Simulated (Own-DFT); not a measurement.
Simulation results for GaP (zincblende, strained, atoms displaced)

Computed with Own-DFT development build. A calculation, not a measurement: plane-wave PBE density functional theory by an unreviewed code, no spin, of a simulated periodic cell, stress positive in tension, free energy of the whole cell less one offset for each atom, forces on such cells passed a denser k mesh, this cell's mesh not checked; offsets are fitted by least squares, one for each functional and potential file, so energies compare only between cells with the same atoms and settings and are not formation energies; the far tail of each file's local potential was reset to the Coulomb form; each entry is a single point on an unrelaxed cell, so the pressure reflects the starting lattice, mostly measured values (interpolated for alloys), from which strain is counted, and rises with the displacements; printed positions are rounded, which can move forces by about a meV/angstrom; the program, named Own-DFT, is a retired in-house code; no spin-orbit coupling.

Common to all runs: functional PBE; potential files PseudoDojo norm-conserving, scalar-relativistic, standard set; wave cutoff 42 hartree; occupations Fermi-Dirac; smearing width 0.1 eV; hardware one NVIDIA H100; k mesh 3 x 3 x 3 centred on Gamma.

(1) GaP (zincblende, strained, atoms displaced)

```
GaP
1.0
     10.8526     0.1672     0.1065
      0.1672    10.8202     0.0972
      0.1065     0.0972    10.7230
Ga P Ga P Ga P Ga P Ga P Ga P Ga P Ga P
4 4 4 4 4 4 4 4 4 4 4 4 4 4 4 4
Direct
  0.00269 0.99629 0.99661
  0.99812 0.25676 0.24980
  0.24606 0.99883 0.24669
  0.24663 0.24868 0.99510
  0.12385 0.13120 0.12132
  0.12282 0.37850 0.36646
  0.37491 0.12436 0.37434
  0.37047 0.37018 0.12123
  0.00668 0.99758 0.49914
  0.99871 0.24872 0.75577
  0.25558 0.99732 0.75007
  0.24120 0.24846 0.50342
  0.12198 0.11742 0.62062
  0.12773 0.37714 0.87055
  0.37265 0.12185 0.87641
  0.36722 0.37165 0.63029
  0.00034 0.50071 0.00599
  0.99614 0.74985 0.24788
  0.25493 0.49604 0.25487
  0.24850 0.75048 0.00202
  0.12261 0.61772 0.11711
  0.12449 0.87030 0.37019
  0.37443 0.62174 0.37233
  0.37729 0.87709 0.13221
  0.00207 0.49931 0.50914
  0.99614 0.75220 0.75415
  0.24570 0.49415 0.75540
  0.25171 0.74442 0.50659
  0.11971 0.62140 0.62828
  0.12734 0.87200 0.86798
  0.37871 0.62509 0.88747
  0.37064 0.87941 0.62396
  0.50501 0.00177 0.99322
  0.50525 0.25488 0.24199
  0.73769 0.99926 0.24088
  0.74427 0.25015 0.00802
  0.62413 0.12285 0.11890
  0.62547 0.37305 0.37496
  0.87572 0.11690 0.37110
  0.87237 0.38466 0.12348
  0.50669 0.00077 0.50504
  0.49848 0.25508 0.75108
  0.75138 0.99378 0.74626
  0.74560 0.23977 0.49464
  0.62225 0.12140 0.62117
  0.62650 0.37687 0.87328
  0.87625 0.11933 0.88837
  0.87796 0.38037 0.62168
  0.50344 0.50139 0.99944
  0.49983 0.74956 0.24820
  0.75052 0.49996 0.25418
  0.75059 0.74554 0.00653
  0.61842 0.63175 0.12042
  0.61939 0.87539 0.37040
  0.87969 0.62690 0.37245
  0.87725 0.87671 0.12026
  0.49963 0.50210 0.50282
  0.50133 0.74998 0.74960
  0.74864 0.49094 0.75566
  0.75627 0.74991 0.49550
  0.62711 0.62434 0.62340
  0.62613 0.87205 0.88380
  0.88282 0.63290 0.86487
  0.87921 0.87005 0.62520
```

* free energy of cell above offsets: -31.960 eV
* pressure: 6 GPa
* stress xx: -5.75 GPa
* stress yy: -5.92 GPa
* stress zz: -6.31 GPa
* stress yz: 1.7 GPa
* stress xz: 2.14 GPa
* stress xy: 1.86 GPa
* wall time: 499.4 s

Force:
```tsv
element	x (eV/Å)	y (eV/Å)	z (eV/Å)
Ga	1.009	-0.027	0.682
Ga	-0.317	-0.488	-0.046
Ga	0.204	0.745	0.61
Ga	0.275	0.289	0.271
P	-0.478	-0.806	0.134
P	-0.234	-0.384	1.357
P	0.084	0.207	-0.104
P	0.54	0.421	-0.398
Ga	-0.638	-0.415	-0.249
Ga	-0.101	-0.202	-0.286
Ga	-0.743	0.773	0.269
Ga	0.606	0.13	-0.686
P	0.05	0.572	1.088
P	-1.5	-0.967	1.046
P	0.332	0.293	-0.64
P	0.384	0.314	-1.059
Ga	-0.113	0.152	-1.591
Ga	0.787	0.032	-0.369
Ga	-0.221	0.555	-0.883
Ga	0.245	0.366	0.506
P	0.705	0.833	1.403
P	0.221	-0.374	0.233
P	0.164	0.239	0.244
P	-0.37	0.062	-1.538
Ga	0.343	0.475	-1.387
Ga	1.615	0.67	-0.935
Ga	1.131	1.754	-0.208
Ga	-0.328	0.321	-0.418
P	0.711	0.424	0.217
P	0.007	0.11	0.405
P	-0.722	0.074	-1.988
P	1.073	-1.153	-0.452
Ga	-0.858	-0.17	0.975
Ga	-0.647	-0.488	0.89
Ga	1.502	-0.399	0.844
Ga	1.089	0.541	-0.56
P	-0.93	0.381	0.012
P	-0.334	0.116	-0.161
P	-0.251	0.236	-0.47
P	-0.451	-1.216	-0.059
Ga	-1.216	-0.145	-0.841
Ga	0.121	-0.695	0.148
Ga	-0.024	0.451	0.894
Ga	0.985	0.644	0.274
P	0.377	0.482	1.213
P	-0.62	-1.071	0.651
P	-1.008	0.925	-1.776
P	-1.093	-1.852	0.446
Ga	-0.175	-0.532	0.79
Ga	-0.308	0.133	0.777
Ga	-0.412	0.968	0.04
Ga	1.041	0.379	-0.665
P	0.767	-1.547	0.715
P	0.546	-0.504	0.402
P	-0.325	-0.9	0.274
P	-0.662	-0.339	0.319
Ga	-0.135	-0.424	0.251
Ga	-0.234	0.147	0.46
Ga	1.074	1.659	-0.893
Ga	-0.531	0.303	0.223
P	0.107	-0.115	0.043
P	0.311	-0.325	-1.594
P	-2.04	-2.197	2.039
P	-0.39	0.561	-0.89
```

(2) GaP (zincblende, strained, atoms displaced)

```
GaP
1.0
     10.8276    -0.1008     0.0687
     -0.1008    11.0921     0.2058
      0.0687     0.2058    11.0418
Ga P Ga P Ga P Ga P Ga P Ga P Ga P Ga P
4 4 4 4 4 4 4 4 4 4 4 4 4 4 4 4
Direct
  0.00121 0.00562 0.00517
  0.99620 0.24998 0.25426
  0.24679 0.00827 0.24581
  0.24464 0.24716 0.00224
  0.13262 0.12017 0.12268
  0.12709 0.38112 0.37885
  0.38171 0.12450 0.36911
  0.37674 0.37829 0.12357
  0.00386 0.00591 0.49794
  0.01270 0.24619 0.74421
  0.24940 0.99595 0.75419
  0.24819 0.26080 0.49880
  0.12997 0.12373 0.62459
  0.12632 0.37853 0.87605
  0.37091 0.11818 0.87547
  0.38191 0.37444 0.62356
  0.00830 0.50387 0.00650
  0.99737 0.75557 0.25060
  0.26177 0.49626 0.24140
  0.25019 0.74968 0.99651
  0.11954 0.62819 0.12043
  0.12387 0.86633 0.37730
  0.37181 0.62689 0.37010
  0.37460 0.87380 0.12758
  0.00671 0.50461 0.49801
  0.00585 0.75383 0.76138
  0.25533 0.49656 0.74674
  0.24917 0.75080 0.50538
  0.12858 0.62573 0.63018
  0.12870 0.87374 0.87790
  0.36992 0.63142 0.87792
  0.36866 0.87406 0.62224
  0.50604 0.99477 0.00958
  0.50671 0.24839 0.26039
  0.74106 0.99329 0.25727
  0.74852 0.25087 0.00200
  0.62132 0.12631 0.12875
  0.62687 0.37421 0.37671
  0.87307 0.12132 0.37933
  0.87548 0.38346 0.11777
  0.50366 0.99595 0.49771
  0.49898 0.24567 0.74089
  0.74951 0.99497 0.75070
  0.74879 0.24963 0.49461
  0.62755 0.12505 0.62559
  0.63179 0.37685 0.88328
  0.87881 0.13040 0.87668
  0.87232 0.37187 0.62685
  0.50507 0.49983 0.99923
  0.49571 0.74943 0.24692
  0.74869 0.50318 0.25303
  0.74980 0.75109 0.99931
  0.63077 0.62994 0.12262
  0.62584 0.87804 0.37694
  0.86844 0.62321 0.37651
  0.86832 0.87676 0.12599
  0.50270 0.50340 0.50217
  0.50002 0.74518 0.75616
  0.75571 0.48896 0.75518
  0.74951 0.75619 0.50370
  0.61724 0.62518 0.62046
  0.62311 0.86813 0.87717
  0.87756 0.62494 0.88420
  0.87272 0.86586 0.63033
```

* free energy of cell above offsets: -33.139 eV
* pressure: 1.47 GPa
* stress xx: -2.43 GPa
* stress yy: -0.82 GPa
* stress zz: -1.15 GPa
* stress yz: 2.79 GPa
* stress xz: 1.1 GPa
* stress xy: -1.76 GPa
* wall time: 556.2 s

Force:
```tsv
element	x (eV/Å)	y (eV/Å)	z (eV/Å)
Ga	-0.243	-0.506	-0.513
Ga	0.339	0.409	-0.577
Ga	1.039	-1.473	1.074
Ga	1.16	0.814	-0.885
P	-1.863	0.859	0.615
P	-0.265	-0.188	-1.044
P	-1.388	-0.302	1.263
P	0.467	-1.363	-0.098
Ga	-0.08	-1.08	0.478
Ga	-0.776	0.673	0.43
Ga	0.418	0.272	-0.696
Ga	0.85	-0.941	-0.011
P	0.183	-0.155	-0.199
P	-0.12	-0.455	-0.021
P	0.671	0.493	0.356
P	-0.752	0.127	0.032
Ga	-0.276	-0.161	-1.161
Ga	-0.288	-0.614	-0.212
Ga	-1.138	0.96	0.452
Ga	0.167	0.286	0.733
P	0.96	0.224	1.343
P	0.035	1.352	-0.199
P	-0.007	-0.471	0.817
P	-0.765	0.07	-0.051
Ga	-0.719	0.107	0.592
Ga	-0.387	-0.689	-0.581
Ga	0.238	0.354	0.312
Ga	0.286	-0.369	-0.654
P	-0.603	-0.219	0.126
P	-0.792	0.598	0.541
P	0.361	-1.51	-0.087
P	0.841	0.15	0.694
Ga	-0.318	0.322	-0.933
Ga	-0.066	0.831	-1.336
Ga	1.347	1.384	-1.322
Ga	0.748	-0.249	0.199
P	0.499	-0.128	0.192
P	-0.35	0.43	0.096
P	-0.366	0.071	-0.524
P	-0.371	-1.078	1.382
Ga	-0.357	0.543	0.424
Ga	0.36	-0.07	1.284
Ga	0.425	0.337	0.22
Ga	0.563	0.048	0.632
P	-0.232	-0.553	-0.224
P	-1.49	-0.693	-0.774
P	-0.333	-0.532	-0.185
P	0.809	-0.122	-0.532
Ga	-0.08	0.746	-0.061
Ga	0.881	0.072	0.075
Ga	0.315	-0.127	-0.679
Ga	0.78	0.153	-0.267
P	-1.103	-0.654	0.779
P	-1.171	-1.567	0.577
P	0.532	0.557	0.309
P	0.228	0.235	0.142
Ga	-0.299	0.006	-1.056
Ga	-0.106	0.482	-1.036
Ga	0.134	1.453	-0.477
Ga	-0.035	-0.764	-0.336
P	1.023	0.029	1.249
P	-0.1	0.719	0.021
P	-0.174	-0.228	-0.68
P	0.755	1.096	-0.028
```

(3) GaP (zincblende, strained, atoms displaced)

```
GaP
1.0
     11.0552    -0.0991    -0.1879
     -0.0991    10.9939     0.1666
     -0.1879     0.1666    10.8365
Ga P Ga P Ga P Ga P Ga P Ga P Ga P Ga P
4 4 4 4 4 4 4 4 4 4 4 4 4 4 4 4
Direct
  0.99713 0.99327 0.99956
  0.00193 0.24467 0.25055
  0.25374 0.99680 0.25988
  0.25469 0.24404 0.99961
  0.12921 0.12782 0.12240
  0.12863 0.36512 0.37815
  0.37214 0.12591 0.38252
  0.37531 0.37433 0.12874
  0.00038 0.00460 0.50622
  0.99704 0.24627 0.75203
  0.25220 0.99491 0.75011
  0.24694 0.24784 0.50121
  0.13208 0.12684 0.62759
  0.12332 0.37422 0.87233
  0.38304 0.12453 0.87720
  0.36772 0.36971 0.62537
  0.00764 0.50639 0.00108
  0.99258 0.74254 0.25212
  0.25254 0.50062 0.25083
  0.25427 0.74994 0.99865
  0.13132 0.62728 0.11897
  0.12094 0.88205 0.37714
  0.37151 0.61556 0.37699
  0.37549 0.88005 0.12479
  0.99917 0.50298 0.50168
  0.00209 0.75373 0.75765
  0.25158 0.50516 0.74835
  0.24725 0.74702 0.49985
  0.13137 0.63317 0.62470
  0.12858 0.87397 0.87487
  0.37932 0.62115 0.86919
  0.37253 0.87819 0.62139
  0.50206 0.99821 0.00867
  0.49435 0.24852 0.25452
  0.74450 0.99960 0.25488
  0.75607 0.24805 0.99461
  0.62458 0.12626 0.12671
  0.62500 0.37299 0.36952
  0.87669 0.13160 0.37498
  0.87376 0.37552 0.12540
  0.49583 0.99577 0.49907
  0.50257 0.24544 0.74439
  0.74208 0.00121 0.75398
  0.75784 0.23693 0.51115
  0.62032 0.12611 0.62464
  0.63107 0.38040 0.87538
  0.86709 0.13521 0.87119
  0.87914 0.37827 0.61925
  0.50581 0.49541 0.99564
  0.50347 0.75412 0.25959
  0.75680 0.50306 0.25316
  0.74837 0.74968 0.99382
  0.62311 0.62484 0.12054
  0.63136 0.87282 0.37010
  0.87084 0.62171 0.38174
  0.87857 0.87505 0.12515
  0.50095 0.50269 0.49980
  0.50282 0.74937 0.74878
  0.74542 0.50541 0.75601
  0.74402 0.75186 0.49703
  0.62560 0.62297 0.62982
  0.62037 0.86781 0.87812
  0.86285 0.62815 0.87385
  0.86707 0.87804 0.62079
```

* free energy of cell above offsets: -32.860 eV
* pressure: 2.01 GPa
* stress xx: -1.42 GPa
* stress yy: -1.75 GPa
* stress zz: -2.87 GPa
* stress yz: 2.4 GPa
* stress xz: -2.3 GPa
* stress xy: -1.97 GPa
* wall time: 585.9 s

Force:
```tsv
element	x (eV/Å)	y (eV/Å)	z (eV/Å)
Ga	0.616	1.067	-0.31
Ga	0.282	0.573	-0.742
Ga	-0.269	0.355	-0.996
Ga	0.112	0.73	-0.357
P	-0.579	-0.933	0.478
P	-0.887	1.64	-0.675
P	0.121	0.015	-0.327
P	-0.134	0.266	-0.696
Ga	-0.021	-0.098	-0.323
Ga	0.705	0.647	-0.755
Ga	0.469	0.557	0.108
Ga	0.736	-0.273	0.167
P	-1.069	-0.323	0.628
P	0.295	0.338	0.335
P	-0.513	-0.285	-0.166
P	0.788	0.867	0.133
Ga	-0.955	-0.952	-0.601
Ga	0.971	0.38	-0.077
Ga	-0.503	-1.003	-0.462
Ga	0.72	-0.131	-0.253
P	-0.429	0.273	1.256
P	-0.329	-0.995	0.094
P	0.293	1.85	0.163
P	-0.334	-0.679	0.937
Ga	1.263	-0.368	-0.101
Ga	-0.748	-0.428	-1.014
Ga	-0.227	-1.067	-0.145
Ga	0.604	0.68	-0.924
P	-1.53	-0.646	0.61
P	-0.311	0.485	0.411
P	-0.154	0.579	0.795
P	0.138	-0.838	0.487
Ga	0.404	0.03	-0.752
Ga	0.503	-0.134	-0.224
Ga	1.396	0.658	-0.88
Ga	-0.714	0.614	0.984
P	0.073	0.395	0.06
P	0.38	0.088	1.184
P	-0.397	-1.108	0.313
P	0.635	0.323	0.07
Ga	0.782	0.184	-0.223
Ga	-0.135	0.846	0.533
Ga	0.165	-0.431	-0.199
Ga	-0.417	1.3	-1.094
P	0.039	-0.673	-0.087
P	-0.887	-1.197	-0.128
P	0.667	-1.832	0.231
P	-0.772	-0.185	1.272
Ga	-0.428	-0.088	0.473
Ga	-0.861	-1.177	-1.349
Ga	-0.935	-0.772	-0.878
Ga	0.276	-0.095	1.067
P	0.241	0.371	0.844
P	-1.212	0.686	1.111
P	0.131	0.84	-0.087
P	-1.218	-0.209	0.207
Ga	0.274	-1.355	0.227
Ga	-0.418	-0.092	-0.497
Ga	0.915	-0.94	-1.011
Ga	0.667	-0.818	0.761
P	-0.532	0.778	-0.856
P	-0.146	1.397	-0.063
P	1.918	0.193	0.428
P	0.484	0.119	0.886
```

(4) GaP (zincblende, strained, atoms displaced)

```
GaP
1.0
     10.9558     0.1132    -0.0903
      0.1132    10.8508    -0.0841
     -0.0903    -0.0841    10.7558
Ga P Ga P Ga P Ga P Ga P Ga P Ga P Ga P
4 4 4 4 4 4 4 4 4 4 4 4 4 4 4 4
Direct
  0.99880 0.99988 0.99988
  0.00152 0.25716 0.24467
  0.25444 0.00192 0.24124
  0.24888 0.25383 0.00206
  0.12306 0.12323 0.12984
  0.12258 0.37095 0.36885
  0.37671 0.12537 0.37474
  0.38419 0.36463 0.12280
  0.00354 0.00205 0.49742
  0.00234 0.25519 0.74832
  0.25523 0.00280 0.74790
  0.25108 0.24391 0.49551
  0.12104 0.11708 0.62547
  0.12817 0.37807 0.87541
  0.37382 0.12624 0.87690
  0.37320 0.37642 0.62479
  0.00440 0.50271 0.00097
  0.99981 0.74632 0.25302
  0.24763 0.49370 0.24882
  0.24914 0.75224 0.99303
  0.12601 0.62187 0.11857
  0.12851 0.87785 0.37052
  0.36729 0.62774 0.37345
  0.37133 0.87036 0.11587
  0.00010 0.50372 0.50557
  0.99936 0.75041 0.75029
  0.24831 0.49372 0.74974
  0.25055 0.74830 0.50269
  0.12491 0.63349 0.62491
  0.13059 0.87792 0.87761
  0.38042 0.62298 0.87008
  0.37591 0.87639 0.62343
  0.50627 0.99838 0.00863
  0.49818 0.25207 0.25345
  0.75274 0.99910 0.24958
  0.74452 0.25437 0.99906
  0.62506 0.11245 0.12632
  0.61543 0.36593 0.37593
  0.87449 0.12620 0.37307
  0.87133 0.37880 0.12562
  0.49872 0.99530 0.50017
  0.50382 0.24727 0.75141
  0.74773 0.99639 0.74406
  0.75340 0.25321 0.50714
  0.62602 0.12441 0.62239
  0.62165 0.38105 0.87555
  0.88458 0.12048 0.87528
  0.87509 0.36739 0.63315
  0.49808 0.49718 0.99674
  0.50291 0.75063 0.24819
  0.74921 0.50531 0.25294
  0.75163 0.74869 0.98990
  0.63662 0.62926 0.11880
  0.62670 0.88013 0.37596
  0.87817 0.62681 0.36974
  0.87521 0.87834 0.11690
  0.49658 0.49680 0.49858
  0.49797 0.74962 0.74262
  0.75004 0.50024 0.75596
  0.75106 0.75213 0.50206
  0.63413 0.62565 0.63023
  0.62580 0.87247 0.87770
  0.87918 0.62652 0.87517
  0.86806 0.87011 0.62611
```

- free energy of cell above offsets: -33.050 eV
- pressure: 4.44 GPa
- stress xx: -3.82 GPa
- stress yy: -4.38 GPa
- stress zz: -5.11 GPa
- stress yz: -1.38 GPa
- stress xz: -1.96 GPa
- stress xy: 1.7 GPa
- wall time: 525.2 s

Force:
```tsv
element	x (eV/Å)	y (eV/Å)	z (eV/Å)
Ga	0.707	-0.23	0.444
Ga	-0.922	-0.94	0.162
Ga	0.062	-0.431	0.747
Ga	-0.244	-0.908	0.109
P	0.118	0.656	-1.042
P	0.418	0.761	1.22
P	0.176	-0.537	-0.435
P	-0.902	1.558	-0.139
Ga	-0.975	-0.842	-0.194
Ga	0.61	-1.384	0.994
Ga	-0.378	-0.266	0.513
Ga	-0.628	0.294	0.672
P	0.798	1.283	0.007
P	-0.386	-0.198	-0.069
P	0.708	-0.016	0.116
P	0.188	-0.741	-0.294
Ga	-0.916	-0.588	-0.129
Ga	0.375	0.716	-0.965
Ga	0.346	0.06	-0.341
Ga	0.16	-1.268	0.144
P	0.659	0.764	0.758
P	0.109	-0.245	0.095
P	1.08	-0.481	-0.353
P	0.881	0.415	0.762
Ga	-0.1	-0.539	-0.353
Ga	0.01	0.51	0.446
Ga	0.088	0.971	-0.04
Ga	-0.365	0.676	-0.351
P	0.273	-0.974	0.259
P	-0.704	0.308	-1.072
P	-0.746	0.228	-0.092
P	-0.102	-0.113	-0.21
Ga	-1.317	-0.716	-1.258
Ga	0.253	-1.86	-0.434
Ga	0.293	-0.339	0.244
Ga	0.482	-1.004	0.122
P	0.441	2.364	0.512
P	1.829	1.483	0.432
P	0.302	0.544	0.048
P	0.205	0.082	-0.472
Ga	0.029	0.574	0.023
Ga	-0.567	0.103	-0.003
Ga	0.033	0.317	1.156
Ga	-0.556	-0.786	-0.87
P	-0.123	0.075	0.015
P	0.514	-0.751	-0.54
P	-1.387	1.129	-0.782
P	-0.13	1.914	-0.767
Ga	0.102	0.682	1.014
Ga	-0.189	-0.118	-0.051
Ga	-0.468	-0.775	0.117
Ga	0.38	0.315	0.768
P	-1.322	-0.41	0.241
P	0.079	-0.676	-0.35
P	-0.408	-0.151	1.147
P	0.117	-0.846	0.718
Ga	0.045	0.701	0.335
Ga	0.54	-0.059	0.811
Ga	0.403	-0.209	0.108
Ga	-0.359	-0.68	-0.63
P	-0.881	-0.268	-1.206
P	-0.549	0.523	-1.076
P	0.286	-0.433	-0.377
P	1.527	0.777	-0.364
```
